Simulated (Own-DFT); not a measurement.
GaN (wurtzite, strained, atoms displaced) (calculated)

A calculation, not a measurement: plane-wave PBE density functional theory by an unreviewed code, no spin, of a simulated periodic cell, stress positive in tension, free energy of the whole cell less one offset for each atom, forces on such cells passed a denser k mesh, this cell's mesh not checked; offsets are fitted by least squares, one for each functional and potential file, so energies compare only between cells with the same atoms and settings and are not formation energies; the far tail of each file's local potential was reset to the Coulomb form; each entry is a single point on an unrelaxed cell, so the pressure reflects the starting lattice, mostly measured values (interpolated for alloys), from which strain is counted, and rises with the displacements; printed positions are rounded, which can move forces by about a meV/angstrom; the program, named Own-DFT, is a retired in-house code; no spin-orbit coupling. Program: Own-DFT development build.

## GaN (wurtzite, strained, atoms displaced)

```xyz
96
Lattice="12.7560 0.0000 0.0000 -4.7835 8.2853 0.0000 0.0000 0.0000 10.1626" Properties=species:S:1:pos:R:3 GaN
Ga    -0.0721     1.9343     0.0796
Ga     1.5750     0.9873     2.4920
N     -0.0314     1.9275     1.9891
N      1.6051     0.9334     4.4480
Ga     0.0204     1.8432     4.9879
Ga     1.5488     1.0362     7.6132
N      0.0281     1.7975     7.0126
N      1.5504     0.8831     9.5062
Ga    -1.6133     4.6390     0.0654
Ga    -0.0151     3.7914     2.6076
N     -1.6078     4.6098     1.9351
N      0.0227     3.6930     4.4425
Ga    -1.6568     4.5532     5.1093
Ga     0.0008     3.6646     7.6470
N     -1.6159     4.5818     7.0187
N     -0.0264     3.6391     9.5823
Ga    -3.2411     7.4245     0.1056
Ga    -1.5881     6.4493     2.5185
N     -3.1167     7.3725     1.9176
N     -1.6133     6.4637     4.4761
Ga    -3.0414     7.3036     5.0504
Ga    -1.6416     6.3960     7.6770
N     -3.2562     7.4096     7.0464
N     -1.5803     6.4015     9.5575
Ga     3.1883     1.8680     0.0124
Ga     4.7313     0.9059     2.5491
N      3.2402     1.9144     1.9578
N      4.8224     0.9023     4.4800
Ga     3.1345     1.8861     5.0456
Ga     4.8186     0.9090     7.6195
N      3.1450     1.8378     7.0293
N      4.7816     0.8776     9.6269
Ga     1.6799     4.6059    10.1496
Ga     3.3288     3.6264     2.5188
N      1.5595     4.5925     1.9609
N      3.2251     3.7169     4.5024
Ga     1.6390     4.5015     5.0473
Ga     3.1704     3.6820     7.7286
N      1.6678     4.5644     6.8579
N      3.2511     3.6787     9.4983
Ga     0.0157     7.4048     0.0424
Ga     1.5737     6.4440     2.5603
N     -0.0794     7.3150     1.9342
N      1.5574     6.4604     4.4243
Ga    -0.0050     7.2916     5.0481
Ga     1.6498     6.4551     7.4858
N     -0.0026     7.3303     6.8799
N      1.6825     6.3905     9.5380
Ga     6.3867     1.8494    10.1472
Ga     7.9177     0.9429     2.5386
N      6.3887     1.8560     1.9644
N      7.9381     0.9816     4.4779
Ga     6.3409     1.8117     5.0948
Ga     7.9713     0.9352     7.5821
N      6.3272     1.8293     6.9931
N      7.9713     0.8374     9.5977
Ga     4.8300     4.5869     0.0699
Ga     6.4414     3.7824     2.5752
N      4.7412     4.5682     1.9215
N      6.3512     3.7066     4.4776
Ga     4.7745     4.6953     5.0116
Ga     6.3429     3.7632     7.6512
N      4.7717     4.5424     7.0167
N      6.3075     3.7549     9.5242
Ga     3.1832     7.2917     0.0687
Ga     4.7388     6.5537     2.6073
N      3.1520     7.3798     1.9989
N      4.7503     6.4096     4.4156
Ga     3.1965     7.3094     5.0812
Ga     4.7631     6.4258     7.6132
N      3.2053     7.3443     7.0823
N      4.7617     6.4947     9.5939
Ga     9.5449     1.8419     0.0101
Ga    11.1393     0.9205     2.5290
N      9.4523     1.8011     1.9996
N     11.1673     0.9269     4.5263
Ga     9.5266     1.7777     5.0251
Ga    11.1364     0.9499     7.6338
N      9.4969     1.8668     7.0681
N     11.2690     0.9069     9.6143
Ga     7.9474     4.6116    10.1609
Ga     9.6037     3.6234     2.4766
N      7.9643     4.6383     1.9506
N      9.6588     3.7307     4.3981
Ga     7.8846     4.6157     5.1446
Ga     9.4673     3.6933     7.6504
N      8.0164     4.5615     6.9359
N      9.5049     3.7038     9.5722
Ga     6.4021     7.3268    10.1364
Ga     7.9644     6.4687     2.5112
N      6.4178     7.3522     1.8883
N      7.9431     6.4890     4.3371
Ga     6.3716     7.3772     5.0689
Ga     7.9272     6.4194     7.5572
N      6.3381     7.3772     7.0226
N      7.9857     6.4272     9.5519
```

```
functional                        : PBE
potential files                   : PseudoDojo norm-conserving, scalar-relativistic, standard set with the stringent files for Ga
wave cutoff                       : 96 hartree
occupations                       : Gaussian
smearing width                    : 0.01 eV
k mesh                            : 3 x 4 x 3 centred on Gamma
free energy of cell above offsets : -3.601 eV
pressure                          : 11.25 GPa
stress xx                         : -9.83 GPa
stress yy                         : -7.73 GPa
stress zz                         : -16.19 GPa
stress yz                         : 0.49 GPa
stress xz                         : -0.08 GPa
stress xy                         : -0.43 GPa
```

Force:
```
element  x (eV/Å)  y (eV/Å)  z (eV/Å)
     Ga     1.554    -1.492    -0.294
     Ga      0.32     -0.36     0.537
      N    -0.189    -0.489     0.103
      N      0.06     -0.56    -0.484
     Ga    -0.081     0.001     1.337
     Ga     1.156    -2.311     0.398
      N    -2.169     1.578     -1.23
      N     0.437     1.462      1.78
     Ga     0.275    -0.506    -1.297
     Ga     0.097    -0.773    -1.273
      N    -0.128    -0.006     0.315
      N    -0.667     0.017     1.389
     Ga     1.795     0.958     0.192
     Ga     0.106     0.202    -0.629
      N     -0.18      -0.4     0.389
      N     0.566     1.982    -0.539
     Ga     0.685    -0.745    -2.907
     Ga    -0.795    -0.771     0.859
      N    -1.255     0.756     1.434
      N     2.045    -2.113    -1.339
     Ga    -3.924     2.063     1.518
     Ga     0.139      1.03    -0.928
      N      0.82    -0.673    -0.916
      N    -0.145     1.146     0.744
     Ga    -0.547    -0.909    -0.554
     Ga     1.286    -0.109     0.236
      N    -1.114    -2.037    -1.017
      N    -1.488    -0.106    -0.344
     Ga     1.359    -0.651     1.011
     Ga    -1.542    -0.673    -0.021
      N     1.139     0.308    -0.266
      N     0.133     1.263    -1.184
     Ga    -1.327    -0.451     0.742
     Ga    -2.731     1.647     1.613
      N     1.524     0.125    -0.647
      N     0.569    -0.603    -1.464
     Ga    -0.795     1.462    -1.277
     Ga     0.221    -0.367    -3.756
      N    -0.892     0.337     3.307
      N    -0.241     -0.03     3.057
     Ga       0.1    -2.041    -0.894
     Ga    -0.195    -0.385    -0.754
      N     1.696     1.093     0.145
      N     1.112    -0.938     1.069
     Ga    -0.111     1.127    -0.669
     Ga    -1.758    -1.095     1.361
      N    -0.073     0.095      2.86
      N     -1.52     0.609    -0.681
     Ga      0.18    -0.069     0.523
     Ga     -0.78     -0.61     0.547
      N     -1.07     0.672    -0.625
      N     0.054    -1.636     0.131
     Ga    -0.053     0.902    -0.304
     Ga    -0.913    -0.486     1.183
      N     1.072     0.815     0.883
      N    -0.144     1.079    -0.676
     Ga    -1.184     1.411    -0.941
     Ga     -1.09    -1.408    -0.214
      N     2.008     1.926     0.691
      N    -0.053    -0.242     0.256
     Ga     0.194    -2.498     1.754
     Ga      0.37    -1.322    -1.059
      N    -0.311     1.482    -0.737
      N     1.671     -1.38     0.488
     Ga     0.074      0.86    -0.307
     Ga     0.806    -1.134    -2.607
      N    -0.018      0.05     -0.39
      N     0.538     1.972     1.534
     Ga    -0.993     1.101     0.173
     Ga      0.36    -0.511     0.945
      N     0.573     0.891    -1.925
      N     0.757    -1.268    -0.472
     Ga     0.214    -0.719    -0.124
     Ga      0.08     -0.03     0.212
      N     2.166     0.254    -1.266
      N    -0.496    -0.242    -1.022
     Ga     0.711     1.888      0.93
     Ga     0.406     0.065     0.291
      N     1.136    -0.168    -1.074
      N    -2.234     0.104    -0.704
     Ga    -0.241     0.246     0.486
     Ga    -0.818       1.1     0.875
      N     0.992    -0.264    -0.861
      N    -2.694    -1.548     0.393
     Ga     1.452     0.289     -3.31
     Ga     2.089    -0.429     0.109
      N    -1.743     0.948     2.027
      N     0.672    -0.506     0.266
     Ga    -0.276     0.453    -0.143
     Ga      0.81    -0.083    -0.708
      N    -1.218     0.576     0.665
      N     0.426    -0.463     2.997
     Ga     0.553    -0.171      0.11
     Ga     0.817     0.802     0.847
      N    -0.139    -0.277    -0.411
      N    -0.037    -0.087    -0.471
```
